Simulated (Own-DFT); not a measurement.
Simulation results for GaN (wurtzite, strained, atoms displaced)

All values are calculated (Own-DFT development build). A calculation, not a measurement: plane-wave PBE density functional theory by an unreviewed code, no spin, of a simulated periodic cell, stress positive in tension, free energy of the whole cell less one offset for each atom, forces on such cells passed a denser k mesh, this cell's mesh not checked; offsets are fitted by least squares, one for each functional and potential file, so energies compare only between cells with the same atoms and settings and are not formation energies; the far tail of each file's local potential was reset to the Coulomb form; each entry is a single point on an unrelaxed cell, so the pressure reflects the starting lattice, mostly measured values (interpolated for alloys), from which strain is counted, and rises with the displacements; printed positions are rounded, which can move forces by about a meV/angstrom; the program, named Own-DFT, is a retired in-house code; no spin-orbit coupling.

Settings shared by all entries: functional PBE; potential files PseudoDojo norm-conserving, scalar-relativistic, standard set; wave cutoff 42 hartree; occupations Fermi-Dirac; smearing width 0.1 eV; hardware one NVIDIA H200; k mesh 3 x 4 x 3 centred on Gamma.

(1) GaN (wurtzite, strained, atoms displaced)

```
GaN
1.0
     12.5207    -0.0947     0.0215
     -4.7568     8.4227    -0.0636
      0.0175    -0.0696    10.2051
Ga N Ga N Ga N Ga N Ga N Ga N Ga N Ga N Ga N Ga N Ga N Ga N Ga N Ga N Ga N Ga N Ga N Ga N Ga N Ga N Ga N Ga N Ga N Ga N
2 2 2 2 2 2 2 2 2 2 2 2 2 2 2 2 2 2 2 2 2 2 2 2 2 2 2 2 2 2 2 2 2 2 2 2 2 2 2 2 2 2 2 2 2 2 2 2
Direct
  0.07989 0.21878 0.00053
  0.16291 0.11632 0.24848
  0.08608 0.23207 0.19443
  0.16173 0.10854 0.44919
  0.08767 0.22503 0.50849
  0.16480 0.10231 0.74906
  0.09043 0.23512 0.69193
  0.16350 0.10848 0.93940
  0.08064 0.55166 0.00293
  0.16647 0.44353 0.24982
  0.08171 0.55304 0.18439
  0.16234 0.43788 0.43224
  0.08436 0.55376 0.50399
  0.16208 0.44155 0.74522
  0.08483 0.56191 0.68875
  0.16271 0.43744 0.93834
  0.07715 0.88255 0.00166
  0.16581 0.76805 0.24472
  0.07153 0.88001 0.18649
  0.17265 0.78138 0.43657
  0.09139 0.89570 0.49335
  0.16355 0.77747 0.75119
  0.07292 0.88042 0.69027
  0.16493 0.77210 0.93611
  0.32436 0.21981 0.00457
  0.41274 0.10206 0.25032
  0.32757 0.21344 0.19100
  0.41404 0.10900 0.43338
  0.33103 0.21495 0.50060
  0.41868 0.11276 0.74738
  0.33210 0.22575 0.68959
  0.42079 0.11932 0.93841
  0.33947 0.55795 0.99967
  0.41533 0.43714 0.24392
  0.32485 0.55102 0.19390
  0.41722 0.44494 0.43521
  0.33060 0.55008 0.50317
  0.41316 0.45012 0.75134
  0.33187 0.55504 0.68871
  0.41277 0.43835 0.93694
  0.34090 0.89049 0.99786
  0.42031 0.77565 0.24891
  0.32102 0.88759 0.17768
  0.41401 0.78192 0.43621
  0.33764 0.89523 0.50630
  0.41326 0.78509 0.74901
  0.33203 0.88106 0.69888
  0.41399 0.78014 0.94083
  0.57605 0.21523 0.98907
  0.67097 0.10799 0.24422
  0.58478 0.21281 0.18289
  0.66685 0.10602 0.44145
  0.58822 0.23432 0.49690
  0.66436 0.11864 0.74675
  0.58095 0.22236 0.68154
  0.66464 0.11013 0.93463
  0.58762 0.56028 0.99767
  0.66827 0.44128 0.24663
  0.57689 0.55799 0.18156
  0.66319 0.43915 0.43738
  0.58378 0.55281 0.49210
  0.66695 0.44710 0.74015
  0.58437 0.55058 0.68547
  0.65599 0.45178 0.94333
  0.58621 0.89220 0.99404
  0.66971 0.78123 0.25108
  0.57822 0.87633 0.19095
  0.66005 0.77202 0.44627
  0.58571 0.89586 0.49687
  0.66861 0.77866 0.75156
  0.58112 0.88554 0.68342
  0.67054 0.78006 0.94010
  0.84290 0.22284 0.99307
  0.91190 0.09341 0.25436
  0.83964 0.22814 0.19122
  0.91743 0.11106 0.44376
  0.83368 0.22958 0.50028
  0.90977 0.09803 0.74869
  0.83138 0.22826 0.68888
  0.91756 0.10301 0.93429
  0.83975 0.56022 0.00207
  0.92119 0.44193 0.24807
  0.83570 0.55510 0.18930
  0.91131 0.44920 0.44163
  0.83701 0.54805 0.50188
  0.91634 0.45074 0.75566
  0.83787 0.56701 0.68575
  0.91981 0.45231 0.93682
  0.83220 0.89219 0.99439
  0.92257 0.78381 0.24236
  0.82880 0.88941 0.19415
  0.92280 0.78637 0.44149
  0.83347 0.88797 0.50201
  0.91609 0.77496 0.74170
  0.83090 0.87501 0.68290
  0.90942 0.77393 0.93645
```

The calculation gives: free energy of cell above offsets 27.059 eV; pressure 12.51 GPa; stress xx -16.28 GPa; stress yy -6.85 GPa; stress zz -14.4 GPa; stress yz -1.4 GPa; stress xz 1.66 GPa; stress xy -1.99 GPa; wall time 1090 s.

Force:
```
element  x (eV/Å)  y (eV/Å)  z (eV/Å)
     Ga     0.951     1.004     0.237
     Ga      0.25    -1.282     0.958
      N    -0.668    -2.156    -1.144
      N     0.747     0.652    -1.837
     Ga    -1.123     0.032    -1.062
     Ga    -0.555     0.612     0.105
      N     -0.58    -3.119     0.258
      N    -0.459    -1.044    -0.005
     Ga     1.511     0.944    -1.365
     Ga    -1.156     0.227     -0.08
      N     0.503     0.049     1.117
      N    -0.116     0.362     1.884
     Ga    -0.178     0.694    -1.057
     Ga     0.084     1.611     1.614
      N    -0.097    -0.727     0.196
      N     0.068     0.424     0.094
     Ga     0.804     0.387    -1.129
     Ga    -1.317     0.546     0.774
      N     3.992     2.817    -0.422
      N    -0.412    -0.868     0.144
     Ga    -0.576    -1.455     0.847
     Ga    -0.385    -0.018      0.06
      N     2.896      1.98    -1.015
      N    -0.243     0.357      0.97
     Ga     1.519     0.356    -0.791
     Ga     0.324     0.183    -1.195
      N     0.463     0.565     0.024
      N     0.614     0.095     1.409
     Ga    -0.069     1.518    -0.224
     Ga     -1.25    -0.059     0.483
      N     0.636    -0.612     0.026
      N    -2.682    -2.151     -0.92
     Ga     -1.42    -0.355     0.319
     Ga    -1.002     0.345     0.724
      N     2.243     1.067      -1.3
      N     -0.47     -1.13     0.125
     Ga     0.217     1.001    -1.278
     Ga     1.253    -0.747    -0.488
      N    -0.515     0.946     0.282
      N     0.082      0.49     0.681
     Ga    -2.657     0.943    -0.532
     Ga    -2.408    -0.767      0.35
      N     2.382     0.406     1.358
      N     0.528    -0.745      0.62
     Ga     0.065    -0.418    -0.596
     Ga     2.927    -2.136     0.565
      N    -2.273     2.623     -1.78
      N     2.086    -1.154    -0.742
     Ga     2.065     2.772     1.881
     Ga    -0.679    -0.286     0.597
      N    -0.823     0.544     0.392
      N    -0.623     1.492     -1.11
     Ga    -0.048     -2.45    -0.763
     Ga     0.649    -1.446    -0.399
      N     0.307      0.64     0.636
      N     0.977     0.315     0.257
     Ga    -2.761     0.878     0.415
     Ga    -0.754    -0.306    -0.736
      N     1.685     0.103     1.398
      N     0.895     1.284    -0.658
     Ga    -0.643     0.466     1.025
     Ga     0.072    -0.166     1.827
      N    -1.354     1.014    -0.035
      N     4.949    -2.573    -2.089
     Ga     -0.25    -0.293      0.69
     Ga    -1.225    -1.938     1.015
      N     1.061     2.214    -1.401
      N     0.947     0.543    -1.337
     Ga    -0.395    -1.368     0.211
     Ga    -0.932    -0.964    -1.014
      N     0.123     0.792     1.376
      N    -1.463    -0.263    -0.554
     Ga    -1.748     0.478     0.788
     Ga    -0.098     3.243     0.626
      N     0.607    -1.433    -1.092
      N    -0.383      0.02     0.195
     Ga     0.793    -0.626     -0.23
     Ga     0.291     1.163    -1.452
      N     0.962    -0.094     0.626
      N    -0.736     0.414     0.204
     Ga    -2.165    -0.476    -0.284
     Ga     -1.34     0.384     0.779
      N     0.106     0.295     0.228
      N     3.607    -1.834    -1.524
     Ga    -3.191     3.202    -0.306
     Ga     0.233    -0.197    -1.638
      N     0.107    -2.513     0.492
      N    -0.339    -1.739     0.718
     Ga     1.018    -0.633     1.387
     Ga    -3.514    -2.688     2.798
      N     1.471    -0.714    -1.983
      N    -0.381    -1.521    -0.972
     Ga     -0.13    -0.012    -1.429
     Ga     -1.16    -0.129     1.818
      N     -0.82      1.91      1.49
      N     0.498     0.206    -0.123
```

(2) GaN (wurtzite, strained, atoms displaced)

```
GaN
1.0
     12.8621     0.1648     0.0849
     -4.7162     8.1492    -0.0387
      0.0690    -0.0086    10.2405
Ga N Ga N Ga N Ga N Ga N Ga N Ga N Ga N Ga N Ga N Ga N Ga N Ga N Ga N Ga N Ga N Ga N Ga N Ga N Ga N Ga N Ga N Ga N Ga N
2 2 2 2 2 2 2 2 2 2 2 2 2 2 2 2 2 2 2 2 2 2 2 2 2 2 2 2 2 2 2 2 2 2 2 2 2 2 2 2 2 2 2 2 2 2 2 2
Direct
  0.07912 0.22275 0.99772
  0.16032 0.09834 0.24951
  0.08556 0.22848 0.18844
  0.17169 0.11245 0.43832
  0.08368 0.22543 0.50757
  0.16690 0.11101 0.74893
  0.08314 0.22285 0.67720
  0.16704 0.11080 0.93488
  0.08747 0.56058 0.99140
  0.17069 0.44734 0.25114
  0.08807 0.55514 0.18857
  0.17143 0.44939 0.43033
  0.08192 0.55586 0.50099
  0.16238 0.43518 0.74555
  0.08567 0.55537 0.68353
  0.17408 0.44357 0.93190
  0.08186 0.88590 0.00439
  0.16746 0.77641 0.24745
  0.08377 0.88906 0.19353
  0.17533 0.78343 0.44175
  0.08506 0.89343 0.49929
  0.16492 0.77554 0.74550
  0.08494 0.88819 0.69181
  0.17230 0.77709 0.92963
  0.32327 0.21562 0.98475
  0.41789 0.10896 0.24867
  0.33195 0.22290 0.18958
  0.42522 0.11716 0.43291
  0.32897 0.22279 0.49742
  0.42035 0.10152 0.75484
  0.33296 0.22009 0.68870
  0.42086 0.11589 0.93501
  0.33861 0.56306 0.00829
  0.41641 0.44447 0.25729
  0.34031 0.56870 0.19343
  0.41648 0.43354 0.43740
  0.32824 0.55278 0.49228
  0.41261 0.43919 0.74843
  0.33279 0.54538 0.68467
  0.41469 0.44612 0.93630
  0.33461 0.89393 0.99618
  0.41122 0.78271 0.24837
  0.33647 0.89868 0.18651
  0.42265 0.77987 0.43388
  0.33694 0.89881 0.49343
  0.41860 0.78206 0.75983
  0.33108 0.88883 0.68937
  0.41789 0.79045 0.94268
  0.58750 0.22688 0.99818
  0.67481 0.10962 0.24805
  0.58924 0.21554 0.18359
  0.67039 0.11401 0.43478
  0.58562 0.22547 0.50166
  0.66641 0.11182 0.75482
  0.58072 0.21647 0.68962
  0.66242 0.10569 0.94569
  0.59231 0.56206 0.99694
  0.66642 0.44888 0.25248
  0.58399 0.56165 0.19253
  0.66155 0.44216 0.44072
  0.59079 0.56362 0.50586
  0.66598 0.44475 0.75004
  0.58685 0.56080 0.69132
  0.67402 0.45131 0.93386
  0.57969 0.88933 0.00859
  0.66516 0.76852 0.25247
  0.57351 0.88216 0.18979
  0.66874 0.78003 0.44330
  0.58079 0.88354 0.49853
  0.66615 0.78573 0.74686
  0.58942 0.90480 0.67653
  0.66659 0.77762 0.93505
  0.82620 0.21906 0.00148
  0.92411 0.11983 0.24931
  0.82853 0.21416 0.19137
  0.91845 0.11317 0.43321
  0.83722 0.22606 0.49840
  0.91048 0.11644 0.74999
  0.82984 0.22061 0.68954
  0.91145 0.11626 0.94777
  0.82729 0.54537 0.99820
  0.91777 0.44377 0.25688
  0.83646 0.55812 0.19306
  0.91789 0.43045 0.43955
  0.83044 0.54891 0.50056
  0.90642 0.42336 0.74949
  0.83500 0.55707 0.69557
  0.91011 0.43834 0.93324
  0.83073 0.89384 0.00016
  0.91761 0.77575 0.25047
  0.83881 0.89006 0.18687
  0.90650 0.77324 0.43607
  0.83276 0.89605 0.50366
  0.92286 0.78464 0.75089
  0.83858 0.89881 0.69276
  0.90852 0.77155 0.93905
```

The calculation gives: free energy of cell above offsets 25.350 eV; pressure 10.25 GPa; stress xx -4.38 GPa; stress yy -12 GPa; stress zz -14.37 GPa; stress yz -0.63 GPa; stress xz 0.82 GPa; stress xy 3.07 GPa; wall time 1130 s.

Force:
```
element  x (eV/Å)  y (eV/Å)  z (eV/Å)
     Ga     0.386     0.254     0.379
     Ga     0.605      3.28      0.22
      N     0.586    -0.746    -0.384
      N    -1.567     -0.28    -0.031
     Ga     0.107    -0.182    -4.733
     Ga     0.227     0.223    -0.699
      N    -0.559    -1.155     4.319
      N    -1.756    -1.124       0.3
     Ga    -0.162     -1.47     0.576
     Ga     0.474     0.073    -1.357
      N    -1.193    -0.064    -0.714
      N    -0.994    -0.802     1.847
     Ga     0.716     0.276    -0.813
     Ga     0.885     1.752         0
      N    -0.838    -1.062      1.09
      N    -0.903     0.261     0.886
     Ga    -0.464    -0.451    -1.118
     Ga     0.562       0.4      0.56
      N     0.018    -1.747    -0.959
      N    -1.413    -0.642    -0.764
     Ga     -0.37     -0.95     0.071
     Ga     0.704      0.03     -0.47
      N    -0.553     0.243    -0.856
      N    -1.021     0.691     1.459
     Ga     1.962     1.657     2.262
     Ga     0.109     2.151    -0.578
      N    -0.228    -0.473    -0.892
      N    -0.785     0.021     0.987
     Ga     1.711    -0.721     0.659
     Ga    -1.307     1.077    -1.531
      N     0.299    -0.852     0.001
      N    -0.214     0.209     1.217
     Ga    -0.135    -0.557    -1.133
     Ga     0.078    -0.211    -1.703
      N     -0.43    -1.947    -0.282
      N    -0.093     2.362     1.095
     Ga     1.521     0.707     0.901
     Ga     0.843      0.64    -0.006
      N    -1.177     1.521    -0.044
      N     1.003     0.326     0.607
     Ga    -0.946     0.572     0.684
     Ga     0.964     0.724     0.577
      N    -1.107     -1.67    -0.586
      N    -1.173    -0.299     0.705
     Ga     1.158    -0.525     1.074
     Ga     0.055    -0.858      -2.4
      N      0.62    -0.749    -0.578
      N      1.37    -1.323     0.027
     Ga    -1.106    -0.019     0.372
     Ga    -2.079    -1.083     0.652
      N    -1.229     1.223      0.75
      N     0.241    -0.028     0.878
     Ga      0.15    -1.111    -0.474
     Ga    -0.305     0.145    -0.153
      N     0.332     0.949     0.273
      N     0.653     0.508    -1.342
     Ga    -1.622    -1.051     0.429
     Ga     0.551    -1.121    -0.517
      N     0.279    -2.079    -1.226
      N     1.353     0.669    -0.041
     Ga    -1.317    -1.096    -0.334
     Ga      0.24     0.158    -0.807
      N    -0.548    -0.352     0.247
      N    -1.091    -1.255     0.738
     Ga     0.573    -0.718    -0.761
     Ga    -0.191     2.843     0.205
      N      1.72     0.384     0.883
      N     0.359      0.15    -0.558
     Ga    -0.365     1.229    -1.532
     Ga     0.408    -0.033     0.012
      N    -0.348    -1.779     2.741
      N    -0.567     1.112     0.385
     Ga    -0.215     0.633     0.814
     Ga    -0.421    -1.003    -0.632
      N     1.658      1.74    -0.715
      N     0.642     0.272     1.336
     Ga    -0.901    -2.961     0.265
     Ga     1.845    -0.303      0.88
      N    -0.449     -1.67    -1.169
      N     1.428    -0.061    -1.802
     Ga     0.939     1.531     0.753
     Ga     0.167    -0.219    -1.758
      N    -0.149    -1.178    -0.575
      N    -0.611      3.38     0.146
     Ga    -0.152     0.357     0.389
     Ga     0.289     4.308     0.116
      N    -0.002    -0.522    -1.228
      N     1.314     0.376     1.063
     Ga     0.353    -0.884     0.011
     Ga    -0.546     0.482      -0.2
      N    -1.055     0.058     0.557
      N     1.694     0.325     1.069
     Ga     0.267    -0.322    -0.404
     Ga    -0.667    -0.684     0.168
      N    -0.352    -0.844    -0.257
      N     1.256     0.946     0.476
```
